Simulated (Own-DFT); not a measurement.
# Computed records: Hf36O71 (tetragonal hafnia with one neutral oxygen vacancy, atoms displaced)

All values are calculated (Own-DFT development build). A calculation, not a measurement: plane-wave PBE and HSE06 DFT by an unreviewed code, no spin, of a simulated cell at Gamma alone, so results move with cell size and shape, stress positive in tension, energies less offsets, not probed for a lower state with spin; hafnium file: forces about 75 meV/angstrom off all-electron values; oxygen file: force components 24 meV/angstrom off all-electron in a glass; k mesh not checked against a denser one; forces and stress are PBE's, HSE06 gives the energy alone, and its difference from PBE has offsets of its own; offsets are fitted by least squares, one for each functional and potential file, so energies compare only between cells with the same atoms and settings and are not formation energies; the far tail of each file's local potential was reset to the Coulomb form; each entry is a single point on an unrelaxed cell, so the pressure reflects the starting lattice, taken from the Materials Project, from which strain is counted, and rises with the displacements; printed positions are rounded, which can move forces by about a meV/angstrom; the program is a retired in-house code; no spin-orbit coupling.

```cif
# cell vector a (Å): 10.7800 0.0000 0.0000
# cell vector b (Å): 0.0000 10.7800 0.0000
# cell vector c (Å): 0.0000 0.0000 10.4493
data_Hf36O71
_symmetry_space_group_name_H-M 'P 1'
_symmetry_Int_Tables_number 1
_cell_length_a 10.7800
_cell_length_b 10.7800
_cell_length_c 10.4493
_cell_angle_alpha 90.000
_cell_angle_beta 90.000
_cell_angle_gamma 90.000
_cell_volume 1214.30
loop_
_atom_site_label
_atom_site_type_symbol
_atom_site_fract_x
_atom_site_fract_y
_atom_site_fract_z
_atom_site_occupancy
Hf1 Hf 0.00197 0.00547 0.00334 1
Hf2 Hf 0.16061 0.16920 0.24657 1
O1 O 0.00471 0.16981 0.15078 1
O2 O 0.16612 0.00078 0.34547 1
O3 O 0.00422 0.16812 0.40119 1
O4 O 0.16788 0.99949 0.09918 1
Hf3 Hf 0.99935 0.99297 0.49776 1
Hf4 Hf 0.16216 0.16939 0.75449 1
O5 O 0.00224 0.17073 0.65178 1
O6 O 0.16712 0.00611 0.84959 1
O7 O 0.00350 0.16470 0.89815 1
O8 O 0.16763 0.00786 0.59822 1
Hf5 Hf 0.99632 0.33173 0.00320 1
Hf6 Hf 0.16362 0.49884 0.25458 1
O9 O 0.00326 0.50284 0.15089 1
O10 O 0.16072 0.33412 0.34546 1
O11 O 0.99598 0.49561 0.40605 1
O12 O 0.16636 0.33554 0.10029 1
Hf7 Hf 0.00111 0.33453 0.50387 1
Hf8 Hf 0.16780 0.50100 0.74881 1
O13 O 0.00139 0.49793 0.65084 1
O14 O 0.17305 0.33039 0.84578 1
O15 O 0.00407 0.49495 0.90427 1
O16 O 0.16430 0.33394 0.59794 1
Hf9 Hf 0.00507 0.66743 0.99776 1
Hf10 Hf 0.17079 0.83355 0.25056 1
O17 O 0.00321 0.83674 0.15864 1
O18 O 0.17063 0.66641 0.35118 1
O19 O 0.00036 0.83671 0.40422 1
O20 O 0.16376 0.66404 0.09927 1
Hf11 Hf 0.99542 0.66472 0.49762 1
Hf12 Hf 0.16836 0.83831 0.75212 1
O21 O 0.00019 0.83484 0.65375 1
O22 O 0.16303 0.66408 0.84737 1
O23 O 0.00356 0.83000 0.90441 1
O24 O 0.16780 0.66378 0.59700 1
Hf13 Hf 0.33503 0.99519 0.99836 1
Hf14 Hf 0.49798 0.16158 0.25243 1
O25 O 0.33063 0.16404 0.14956 1
O26 O 0.49414 0.00394 0.34530 1
O27 O 0.33199 0.16988 0.39800 1
O28 O 0.50494 0.00005 0.09701 1
Hf15 Hf 0.33358 0.00278 0.50191 1
Hf16 Hf 0.50559 0.16625 0.74793 1
O29 O 0.33767 0.16342 0.65356 1
O30 O 0.49620 0.99526 0.84705 1
O31 O 0.33135 0.16418 0.90530 1
O32 O 0.50019 0.00197 0.59704 1
Hf17 Hf 0.33392 0.33229 0.99948 1
Hf18 Hf 0.49481 0.50084 0.25114 1
O33 O 0.33819 0.50498 0.15458 1
O34 O 0.50423 0.33364 0.34416 1
O35 O 0.33363 0.49924 0.40598 1
O36 O 0.49951 0.33198 0.09724 1
Hf19 Hf 0.33537 0.33213 0.49989 1
Hf20 Hf 0.50179 0.49759 0.75118 1
O37 O 0.32980 0.49942 0.65325 1
O38 O 0.49652 0.33087 0.84949 1
O39 O 0.33138 0.49938 0.90331 1
O40 O 0.50015 0.33391 0.60053 1
Hf21 Hf 0.33466 0.66819 0.99830 1
Hf22 Hf 0.50185 0.83657 0.24939 1
O41 O 0.33175 0.83432 0.15348 1
O42 O 0.50173 0.66822 0.34954 1
O43 O 0.33863 0.83041 0.40008 1
O44 O 0.50071 0.67167 0.09520 1
Hf23 Hf 0.33592 0.66675 0.49489 1
Hf24 Hf 0.50516 0.83172 0.74828 1
O45 O 0.33556 0.83568 0.65470 1
O46 O 0.49736 0.66305 0.84473 1
O47 O 0.33202 0.83200 0.90230 1
O48 O 0.50204 0.67138 0.59422 1
Hf25 Hf 0.66404 0.99952 0.00184 1
Hf26 Hf 0.83529 0.16712 0.24829 1
O49 O 0.66468 0.16173 0.15512 1
O50 O 0.83425 0.99874 0.34997 1
O51 O 0.66471 0.16443 0.39966 1
O52 O 0.83644 0.00627 0.09557 1
Hf27 Hf 0.66717 0.99660 0.50066 1
Hf28 Hf 0.82534 0.16642 0.75190 1
O53 O 0.66875 0.16439 0.65260 1
O54 O 0.84085 0.99431 0.84938 1
O55 O 0.66727 0.16616 0.90485 1
Hf29 Hf 0.66710 0.33255 0.99830 1
Hf30 Hf 0.83221 0.50154 0.25217 1
O56 O 0.66927 0.50411 0.15607 1
O57 O 0.83714 0.33182 0.34721 1
O58 O 0.66706 0.50164 0.40508 1
O59 O 0.83075 0.33391 0.09829 1
Hf31 Hf 0.66405 0.33482 0.50062 1
Hf32 Hf 0.83329 0.49763 0.74578 1
O60 O 0.66358 0.49859 0.65013 1
O61 O 0.83442 0.33232 0.84552 1
O62 O 0.66597 0.49768 0.90212 1
O63 O 0.83371 0.33421 0.59659 1
Hf33 Hf 0.66527 0.67586 0.00453 1
Hf34 Hf 0.83707 0.83507 0.24818 1
O64 O 0.66350 0.83341 0.15385 1
O65 O 0.83388 0.66809 0.34990 1
O66 O 0.66546 0.83116 0.40724 1
O67 O 0.83340 0.66365 0.09781 1
Hf35 Hf 0.66475 0.66583 0.50243 1
Hf36 Hf 0.82997 0.83056 0.74774 1
O68 O 0.67093 0.83233 0.65332 1
O69 O 0.83595 0.66321 0.84966 1
O70 O 0.66779 0.83666 0.90084 1
O71 O 0.83506 0.66732 0.60061 1
_calc_first_functional 'PBE'
_calc_second_functional 'HSE06'
_calc_exact_exchange_share 0.25
_calc_screening 0.11  # 1/bohr
_calc_exchange_divergence 'Gygi-Baldereschi'
_calc_potential_files 'PseudoDojo norm-conserving, scalar-relativistic, made for PBE, standard set'
_calc_wave_cutoff 48  # hartree
_calc_occupations 'fixed'
_calc_k_mesh '1 x 1 x 1 centred on Gamma'
_calc_PBE_energy_of_cell_above_offsets '-100.795'  # eV
_calc_HSE06_less_PBE_above_offsets '-0.135'  # eV
_calc_PBE_pressure 1.09  # GPa
_calc_PBE_stress_xx -0.94  # GPa
_calc_PBE_stress_yy -0.53  # GPa
_calc_PBE_stress_zz -1.81  # GPa
_calc_PBE_stress_yz -0.13  # GPa
_calc_PBE_stress_xz -0.23  # GPa
_calc_PBE_stress_xy -0.03  # GPa
```

Force:
```tsv
element	x (eV/Å)	y (eV/Å)	z (eV/Å)
Hf	0.518	-1.154	-1.137
Hf	1.917	-0.264	0.995
O	-1.731	-0.186	-0.823
O	0.242	-0.375	0.206
O	-0.394	-0.747	0.003
O	-0.106	-0.158	-0.307
Hf	0.076	2.059	0.995
Hf	0.686	-0.208	-1.041
O	-1.649	-0.385	0.337
O	0.102	-1.506	0.138
O	-0.352	0.769	0.835
O	-0.14	-0.84	-0.289
Hf	0.969	0.611	-0.572
Hf	0.316	0.216	-0.96
O	-0.932	-0.403	0.761
O	0.422	0.192	0.404
O	0.214	1.406	-0.664
O	0.058	0.048	-0.375
Hf	-0.027	-1.378	-0.234
Hf	-0.215	-0.307	0.237
O	-0.55	0.222	0.199
O	-0.143	0.867	0.417
O	-0.218	0.132	-0.12
O	1.237	-0.062	-0.285
Hf	-0.647	-0.917	-0.149
Hf	-0.219	0.199	0.341
O	-0.622	-0.111	-0.345
O	-0.392	0.014	-0.314
O	-0.114	-1.572	-0.442
O	1.188	0.468	-0.078
Hf	1.118	0.074	0.677
Hf	-0.396	-0.432	-0.072
O	-0.04	0.517	-0.223
O	0.321	0.813	0.014
O	0.286	1.095	0.312
O	-0.304	0.345	-0.319
Hf	-0.547	1.556	0.306
Hf	-0.344	1.695	-1.01
O	0.446	0.043	0.453
O	0.16	-1.525	0.53
O	0.198	-0.092	0.692
O	-1.098	-0.36	0.229
Hf	-0.588	0.134	-0.15
Hf	-2.038	-0.317	0.566
O	-0.078	0.356	-0.124
O	0.514	0.64	0.01
O	0.504	-0.059	0.042
O	0.722	-0.31	-0.076
Hf	-0.343	-0.622	0.016
Hf	1.381	-0.276	-0.062
O	-1.226	-0.021	-0.067
O	-0.219	0.05	0.68
O	0.312	-0.395	-0.514
O	0.451	0.234	-0.206
Hf	-0.857	-0.23	0.524
Hf	-0.871	-0.316	0.256
O	1.484	-0.039	-0.023
O	0.371	0.018	-0.408
O	0.192	0.389	0.19
O	0.191	-0.203	-0.201
Hf	-0.773	-1.012	0.266
Hf	-1.141	-0.523	0.737
O	0.897	-0.02	-0.473
O	-0.041	-0.208	-0.54
O	-0.269	0.94	0.283
O	-0.276	0.17	0.199
Hf	-0.887	0.123	0.972
Hf	-1.13	-0.166	-0.072
O	-0.095	0.067	-0.111
O	0.253	0.84	0.163
O	-0.173	-0.223	-0.141
O	-0.314	-0.116	0.603
Hf	0.917	0.587	-0.051
Hf	-0.592	0.164	0.77
O	0.583	0.115	-0.227
O	-0.102	0.138	-0.107
O	0.127	0.014	0.876
O	-0.618	-0.378	0.507
Hf	0.788	0.615	-0.178
Hf	2.625	-0.676	-0.1
O	-0.272	-0.171	-0.466
O	-0.604	0.896	-0.97
O	0.092	-0.455	-0.673
Hf	-0.795	0.878	0.718
Hf	0.285	-0.178	-0.358
O	-0.919	-0.112	-0.034
O	-0.516	0.067	-0.32
O	0.27	-0.339	0.073
O	0.246	-0.356	0.02
Hf	0.613	-0.202	-0.924
Hf	0.328	0.419	0.662
O	0.459	0.109	0.147
O	-0.227	-0.001	0.309
O	-0.222	0.468	0.133
O	-0.937	0.104	0.251
Hf	1.037	-1.891	-0.464
Hf	0.089	-0.486	0.348
O	1.419	0.125	-0.388
O	0.312	0.317	-0.149
O	-0.187	0.672	-0.521
O	0.085	0.806	0.102
Hf	0.492	-0.225	-0.498
Hf	1.905	-0.084	0.947
O	-0.853	0.468	-0.471
O	-0.352	0.099	-0.507
O	-0.234	-0.457	0.029
O	-0.492	-0.305	-0.147
```
